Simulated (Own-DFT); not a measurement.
# Computed records: Si$_{12}$O$_{23}$ (quartz with two neutral oxygen vacancies, strained, atoms displaced)

A calculation, not a measurement: plane-wave PBE and HSE06 DFT by an unreviewed code, no spin, of a simulated cell at Gamma alone, so results move with cell size and shape, stress positive in tension, energies less offsets, not probed for a lower state with spin; oxygen file: force components 24 meV/angstrom off all-electron in a glass; k mesh not checked against a denser one; forces and stress are PBE's, HSE06 gives the energy alone, and its difference from PBE has offsets of its own; offsets are fitted by least squares, one for each functional and potential file, so energies compare only between cells with the same atoms and settings and are not formation energies; the far tail of each file's local potential was reset to the Coulomb form; each entry is a single point on an unrelaxed cell, so the pressure reflects the starting lattice, mostly measured values (interpolated for alloys), from which strain is counted, and rises with the displacements; printed positions are rounded, which can move forces by about a meV/angstrom; the program, named Own-DFT, is a retired in-house code; no spin-orbit coupling. Program: Own-DFT development build.

Settings shared by all entries: first functional PBE; second functional HSE06; exact exchange share 0.25; screening 0.11 1/bohr; exchange divergence Gygi-Baldereschi; potential files PseudoDojo norm-conserving, scalar-relativistic, made for PBE, standard set; wave cutoff 48 hartree; occupations fixed; k mesh 1 x 1 x 1 centred on Gamma.

(1) Si$_{12}$O$_{23}$ (quartz with two neutral oxygen vacancies, strained, atoms displaced)

```
Si12O23
1.0
      9.8911     0.1769     0.0105
     -4.7924     8.2989    -0.1520
      0.0116    -0.1863    10.9100
Si O Si O Si O Si O Si O Si O Si O Si O
3 5 3 6 3 6 3 6 3 5 3 6 3 6 3 6
Direct
  0.23546 0.99879 0.00076
  0.00504 0.23590 0.33293
  0.26070 0.26598 0.16238
  0.20165 0.13077 0.05719
  0.42803 0.29364 0.22206
  0.07380 0.36271 0.44309
  0.12888 0.20651 0.27307
  0.28805 0.42531 0.10728
  0.23487 0.00412 0.49822
  0.99857 0.23234 0.83297
  0.26889 0.27011 0.66806
  0.20781 0.13581 0.55919
  0.42701 0.29701 0.72893
  0.36385 0.07573 0.89601
  0.07175 0.36044 0.94194
  0.13271 0.20229 0.77558
  0.29144 0.42641 0.60100
  0.24084 0.49782 0.99832
  0.99912 0.73618 0.33337
  0.26367 0.76033 0.16930
  0.20508 0.63289 0.05903
  0.42016 0.79286 0.22227
  0.36891 0.57235 0.39414
  0.07032 0.86599 0.43731
  0.13148 0.70236 0.27905
  0.29215 0.92482 0.10436
  0.23293 0.49890 0.49441
  0.99727 0.73082 0.82998
  0.26043 0.76499 0.66367
  0.20311 0.62867 0.55862
  0.43334 0.79562 0.71894
  0.36979 0.57628 0.89265
  0.07227 0.86051 0.93658
  0.12852 0.70721 0.77031
  0.29101 0.92220 0.60492
  0.73796 0.00374 0.99711
  0.49700 0.23596 0.33262
  0.76522 0.26481 0.16584
  0.70101 0.12636 0.06029
  0.92884 0.29342 0.23059
  0.86507 0.06970 0.39121
  0.63384 0.20657 0.27657
  0.79643 0.42874 0.10914
  0.73570 0.99406 0.50039
  0.49868 0.24043 0.83444
  0.76840 0.27331 0.66528
  0.70479 0.13154 0.56583
  0.92221 0.29240 0.72231
  0.86657 0.07278 0.89745
  0.57983 0.37304 0.94029
  0.63191 0.20785 0.77265
  0.79161 0.42786 0.60977
  0.72949 0.49235 0.99789
  0.50202 0.73889 0.32979
  0.76552 0.76027 0.16638
  0.70820 0.63671 0.06004
  0.92556 0.79348 0.22493
  0.86826 0.57672 0.39137
  0.57311 0.86733 0.43766
  0.62711 0.70446 0.27459
  0.79482 0.92652 0.10855
  0.73381 0.50157 0.49797
  0.50252 0.73945 0.83644
  0.76827 0.76275 0.66441
  0.71148 0.63323 0.55739
  0.92614 0.79561 0.72205
  0.86514 0.57978 0.89753
  0.56925 0.86117 0.94072
  0.63567 0.70915 0.77497
  0.79270 0.92588 0.60818
```

The calculation gives: PBE energy of cell above offsets -19.747 eV; HSE06 less PBE above offsets 0.054 eV; PBE pressure 7.77 GPa; PBE stress xx -6.2 GPa; PBE stress yy -11.01 GPa; PBE stress zz -6.09 GPa; PBE stress yz -7.47 GPa; PBE stress xz -0.38 GPa; PBE stress xy 4.86 GPa.

Force:
```
element  x (eV/Å)  y (eV/Å)  z (eV/Å)
     Si    -0.004    -2.104    -1.771
     Si    -3.893     -2.06     1.395
     Si     1.125    -1.551     3.171
      O    -1.293      0.86     0.308
      O    -1.583    -0.017    -0.909
      O    -0.882    -0.096     0.124
      O     4.495    -0.119    -2.533
      O     0.542     1.235     0.258
     Si     2.823    -1.407    -2.289
     Si    -1.093    -0.499    -1.673
     Si    -1.708    -0.176      0.54
      O     -1.55     1.234     0.976
      O    -0.337     0.548    -0.325
      O     0.761     1.061    -0.821
      O      0.58     1.727     1.053
      O     0.935     0.408    -1.088
      O     0.619    -0.002     0.939
     Si    -2.094     0.781    -1.611
     Si    -0.434    -1.546    -1.825
     Si    -3.756     0.539    -0.208
      O     0.087    -1.123    -0.955
      O     3.475     0.329     2.143
      O     0.028     0.617     -0.92
      O     0.237     2.741     2.358
      O       1.5     0.337    -1.465
      O     0.347    -0.312      1.13
     Si      2.11     0.187    -0.005
     Si    -1.989     0.074     -0.11
     Si     2.507     -1.39     2.419
      O    -1.473     0.935     0.223
      O    -1.402    -0.718     0.721
      O    -0.327    -1.309     0.411
      O     0.505     2.292     1.733
      O     2.459     -0.51    -1.368
      O    -1.388     2.837    -1.512
     Si     1.261    -4.262     0.922
     Si     0.135     0.328     3.165
     Si     0.586    -0.369     2.554
      O    -1.956     2.225     0.956
      O    -1.696      0.18    -1.377
      O     0.114     0.131     0.329
      O     0.889    -0.045    -1.121
      O    -0.662       0.6    -0.988
     Si    -0.452     2.133     -0.87
     Si     1.279    -2.764    -0.575
     Si    -1.082    -3.334     2.021
      O     0.187    -1.175     -1.58
      O     2.886     0.001     2.317
      O     0.869     0.547    -1.654
      O    -3.442    -3.026    -1.208
      O    -0.127     0.483     0.069
      O    -1.233     3.321     -1.65
     Si     4.013     4.983     2.526
     Si    -2.725    -1.778     0.309
     Si    -2.021     2.451     2.406
      O    -0.142    -2.773    -2.189
      O     0.941    -0.007     0.682
      O    -0.326    -1.078     0.654
      O    -0.273     0.959     1.023
      O     3.427    -0.116    -2.236
      O    -0.782     0.689    -0.848
     Si     2.198     -5.09    -3.792
     Si    -0.593    -2.402    -5.038
     Si    -2.757     0.737     2.386
      O    -2.854     1.976     0.652
      O     1.939    -0.186     1.193
      O    -0.042    -1.323    -0.343
      O     0.824     4.183     3.703
      O     1.282    -0.071     -1.04
      O     0.406     0.064     0.122
```

(2) Si$_{12}$O$_{23}$ (quartz with two neutral oxygen vacancies, strained, atoms displaced)

```
Si12O23
1.0
      9.7978    -0.0587     0.1656
     -4.9498     8.3896    -0.0672
      0.1822     0.0198    10.9782
Si O Si O Si O Si O Si O Si O Si O Si O
3 6 3 6 3 4 3 6 3 6 3 6 3 6 3 6
Direct
  0.23227 0.00281 0.00356
  0.00026 0.23622 0.32865
  0.26547 0.26054 0.16895
  0.20685 0.13646 0.05873
  0.42767 0.29355 0.22820
  0.36929 0.07082 0.39443
  0.07608 0.36447 0.43973
  0.13739 0.20861 0.27663
  0.29648 0.42823 0.10706
  0.23324 0.99924 0.49808
  0.00213 0.23638 0.84088
  0.26034 0.26210 0.66343
  0.20419 0.12852 0.56307
  0.42294 0.29316 0.72938
  0.36325 0.07196 0.89814
  0.07316 0.36739 0.93983
  0.13520 0.20567 0.77166
  0.29417 0.42823 0.60499
  0.23629 0.50269 0.00309
  0.00262 0.73844 0.33227
  0.26003 0.76694 0.17077
  0.42777 0.78901 0.22940
  0.36122 0.56689 0.39534
  0.07413 0.86640 0.43404
  0.13783 0.71461 0.27287
  0.23890 0.50306 0.50226
  0.99786 0.73148 0.83496
  0.26676 0.76939 0.66705
  0.20356 0.63571 0.55848
  0.42972 0.79617 0.72733
  0.36656 0.56769 0.89176
  0.07357 0.86550 0.93900
  0.13752 0.71334 0.77552
  0.29009 0.92393 0.61286
  0.73501 0.00171 0.00112
  0.50150 0.23558 0.32541
  0.76596 0.26843 0.16889
  0.70539 0.13094 0.06286
  0.92747 0.30183 0.22328
  0.86997 0.07585 0.39495
  0.57054 0.36034 0.44378
  0.63677 0.21100 0.27432
  0.78873 0.42858 0.10641
  0.73562 0.99419 0.49789
  0.50037 0.22998 0.83595
  0.76328 0.26016 0.66698
  0.70944 0.13719 0.56398
  0.92810 0.29337 0.72194
  0.86208 0.07423 0.89282
  0.57083 0.36867 0.93653
  0.62434 0.20004 0.77812
  0.79173 0.43084 0.60497
  0.73635 0.50369 0.99733
  0.50268 0.73225 0.33137
  0.76221 0.76503 0.16719
  0.70309 0.63307 0.05819
  0.92765 0.79545 0.22045
  0.86717 0.57039 0.39254
  0.57546 0.87238 0.44752
  0.63479 0.71051 0.27201
  0.79165 0.92598 0.10256
  0.73617 0.50482 0.50068
  0.49904 0.73595 0.83118
  0.76756 0.76931 0.66517
  0.70296 0.63094 0.56171
  0.92353 0.78351 0.72488
  0.86741 0.57274 0.88866
  0.57337 0.86788 0.94233
  0.62952 0.70725 0.77718
  0.79726 0.92881 0.60679
```

Results for Si$_{12}$O$_{23}$ (quartz with two neutral oxygen vacancies, strained, atoms displaced): PBE energy of cell above offsets -19.608 eV; HSE06 less PBE above offsets -0.073 eV; PBE pressure 8.67 GPa; PBE stress xx -10.2 GPa; PBE stress yy -9.18 GPa; PBE stress zz -6.64 GPa; PBE stress yz 0.36 GPa; PBE stress xz 7.69 GPa; PBE stress xy -2.45 GPa.

Force:
```
element  x (eV/Å)  y (eV/Å)  z (eV/Å)
     Si     1.724    -3.995     0.886
     Si    -1.076     2.091     0.832
     Si    -0.313     2.586    -1.129
      O    -1.425     0.769     0.654
      O     -0.44     0.341    -1.215
      O     0.373     0.032    -1.099
      O    -0.471    -0.036    -0.243
      O     0.045    -0.928     0.025
      O     0.518    -0.897     0.613
     Si     1.651    -0.902     2.009
     Si    -0.372     0.202    -5.229
     Si     2.561      1.91     1.238
      O    -0.644    -0.615     -1.21
      O     0.604    -0.565     0.257
      O     0.659    -0.826    -0.306
      O    -0.292     1.264     1.839
      O    -2.337    -0.698     2.059
      O     0.238     0.016     0.356
     Si    -0.756     1.951     1.779
     Si    -2.674    -1.373    -1.771
     Si     4.499      1.35    -6.689
      O    -0.899      0.53    -0.372
      O     2.748      2.22    -2.851
      O    -0.456     1.363     1.711
      O    -2.046    -1.941     3.367
     Si    -2.478    -1.902     1.438
     Si     0.409      3.31     -2.26
     Si     1.869    -2.519     0.845
      O     0.161     0.236     0.367
      O    -0.631     0.134    -0.662
      O    -0.154    -0.036    -0.189
      O    -0.828     0.278     0.635
      O     0.415    -0.922     0.486
      O    -2.176     3.851    -3.226
     Si    -0.466    -1.685     0.106
     Si     -0.98     0.635     4.602
     Si     0.239     0.123    -2.633
      O    -1.037     1.624     1.121
      O     2.413      -0.3     1.423
      O      0.34    -0.733    -1.082
      O    -0.192     0.101    -1.094
      O     0.829    -1.131     0.221
      O     0.057     0.326    -0.304
     Si     0.338     3.667     3.467
     Si    -4.892     2.507    -0.913
     Si    -0.815     3.346     1.705
      O     0.844     -3.45     -2.98
      O     1.249    -0.251     2.038
      O     0.702    -0.719    -0.428
      O     0.381     0.739     1.067
      O     4.799    -0.473    -2.517
      O     0.835    -1.237     1.235
     Si    -0.532     -1.85     0.249
     Si    -3.561     0.951     2.854
     Si     2.105     0.673    -2.687
      O    -0.443     0.707     0.604
      O     1.054    -0.284     1.299
      O      0.55     0.812    -1.174
      O    -2.237    -4.368    -3.205
      O     1.024     -1.24     1.096
      O     0.525     0.171     0.778
     Si     0.225    -3.272      0.07
     Si    -1.818     0.818     1.871
     Si     0.296     -2.11     2.045
      O    -1.356     1.737     0.363
      O    -0.084     0.515     0.034
      O    -0.735    -3.124     1.464
      O    -0.824    -0.887    -0.625
      O      3.48     0.071    -2.191
      O    -0.323     1.311    -0.824
```

(3) Si$_{12}$O$_{23}$ (quartz with two neutral oxygen vacancies, strained, atoms displaced)

```
Si12O23
1.0
      9.7340     0.0410     0.1525
     -4.8315     8.3929    -0.0458
      0.1678     0.0387    10.6969
Si O Si O Si O Si O Si O Si O Si O Si O
3 6 3 6 3 6 3 6 3 6 3 6 3 6 3 4
Direct
  0.23914 0.00219 0.99959
  0.00326 0.23068 0.33545
  0.26179 0.26184 0.16870
  0.20501 0.12802 0.05785
  0.43034 0.29329 0.22729
  0.37018 0.07687 0.39363
  0.06639 0.35758 0.44217
  0.13602 0.20957 0.27379
  0.29302 0.42825 0.10744
  0.23609 0.00000 0.49726
  0.00257 0.23313 0.83409
  0.27013 0.26670 0.66529
  0.20607 0.13379 0.55481
  0.42609 0.29715 0.72209
  0.36832 0.07159 0.89628
  0.07277 0.36180 0.94457
  0.13001 0.20518 0.77242
  0.29325 0.42524 0.60865
  0.23435 0.49352 0.00108
  0.99510 0.72713 0.32983
  0.26678 0.75956 0.16669
  0.21064 0.63283 0.06057
  0.42213 0.78894 0.22442
  0.37074 0.57460 0.39095
  0.07480 0.86856 0.44755
  0.13774 0.70885 0.26983
  0.28871 0.92566 0.10248
  0.24025 0.50443 0.50230
  0.00071 0.73086 0.83476
  0.26654 0.76705 0.66890
  0.20275 0.63183 0.55791
  0.42794 0.79820 0.72810
  0.36470 0.56929 0.88981
  0.07688 0.86691 0.94013
  0.12540 0.70766 0.77275
  0.29674 0.92847 0.60429
  0.73239 0.99707 0.00262
  0.49712 0.23742 0.33845
  0.76183 0.26442 0.17090
  0.70738 0.12495 0.06194
  0.92589 0.29268 0.22776
  0.86401 0.07880 0.39283
  0.57295 0.36726 0.43916
  0.64166 0.20769 0.27284
  0.79482 0.42736 0.10426
  0.73806 0.99933 0.50372
  0.49997 0.23226 0.83353
  0.76356 0.26134 0.66461
  0.70997 0.13660 0.56146
  0.92571 0.29349 0.72724
  0.86363 0.06895 0.89050
  0.56929 0.36546 0.93248
  0.62980 0.20543 0.77386
  0.79457 0.42679 0.60427
  0.73258 0.49830 0.99639
  0.50521 0.73789 0.33705
  0.77010 0.76459 0.16954
  0.70367 0.63278 0.06085
  0.93019 0.79566 0.22931
  0.86524 0.57439 0.39304
  0.56720 0.86765 0.43969
  0.63145 0.70571 0.28040
  0.78376 0.92190 0.10697
  0.73543 0.50251 0.50042
  0.50504 0.73810 0.82930
  0.76601 0.77045 0.66837
  0.70136 0.62852 0.55898
  0.86572 0.57295 0.89621
  0.57835 0.86941 0.93801
  0.63083 0.70649 0.77334
```

It finds PBE energy of cell above offsets -17.790 eV; HSE06 less PBE above offsets -0.733 eV; PBE pressure 15.17 GPa; PBE stress xx -17.03 GPa; PBE stress yy -13.73 GPa; PBE stress zz -14.74 GPa; PBE stress yz 0.62 GPa; PBE stress xz 8.92 GPa; PBE stress xy -0.18 GPa.

Force:
```
element  x (eV/Å)  y (eV/Å)  z (eV/Å)
     Si    -1.181     -2.93    -0.029
     Si    -3.525     2.751    -1.439
     Si     3.243     1.189    -2.821
      O    -2.295     3.182     1.961
      O    -1.486       0.2    -1.248
      O     0.439    -1.933    -0.467
      O     1.523     3.084     2.237
      O     0.926    -1.875     1.124
      O     1.645    -1.276     1.745
     Si     0.101     -0.59     1.431
     Si     -3.51     0.447     0.646
     Si    -1.823    -2.011    -0.527
      O    -0.813     1.329     0.953
      O     3.297    -0.309     1.997
      O     1.692     0.613    -2.617
      O     -0.72     -0.39    -0.086
      O     3.343    -0.697    -1.341
      O    -0.625     2.057    -0.809
     Si    -0.766      1.24    -1.108
     Si     2.332     3.666     1.985
     Si    -0.365      2.85      -2.6
      O    -0.606    -0.964    -1.369
      O     3.321     0.558     1.754
      O    -0.562    -1.856     0.716
      O    -1.462    -3.152    -2.627
      O     -2.43    -1.389     2.768
      O     2.083    -1.693     2.482
     Si    -0.665     -3.44    -1.568
     Si    -6.795     2.885      1.05
     Si    -0.018    -0.233    -1.428
      O    -1.022     1.791     1.478
      O    -0.166     0.179    -0.483
      O     0.665     0.691    -0.899
      O    -0.828    -0.411    -0.259
      O     5.669    -1.164    -2.715
      O     0.309     0.241     0.585
     Si      1.65    -1.032    -2.301
     Si     2.783     0.303    -3.112
     Si     4.927     1.059    -5.071
      O    -3.017     4.126     2.202
      O     1.151     0.077     0.168
      O     0.169    -2.822      0.02
      O     0.092      1.61      1.78
      O    -6.073    -1.988     5.759
      O    -0.359     0.081    -0.181
     Si     0.083    -3.373     1.435
     Si    -3.025     0.126    -1.793
     Si     0.669      2.84     2.354
      O    -0.467    -2.073    -1.995
      O     0.355     0.121     0.236
      O     0.546    -0.295    -0.256
      O      0.22     2.431     2.488
      O     2.464    -0.836    -1.017
      O     0.093     0.097     0.268
     Si    -1.705     -1.84     2.324
     Si    -3.791     0.658    -1.792
     Si    -2.083    -0.091    -0.443
      O    -0.131    -0.076      0.09
      O    -0.444     0.771    -1.062
      O     0.455    -1.596    -0.637
      O     0.314     2.414      2.08
      O     4.492      -0.4    -2.006
      O     2.031    -0.879     1.969
     Si     0.125    -2.704     0.363
     Si      -4.1    -0.401     3.384
     Si     2.844     1.781    -2.012
      O    -1.836     2.469     1.553
      O     1.505     -0.27    -1.862
      O     -1.48    -1.509    -0.705
      O     2.618    -1.417    -0.703
```
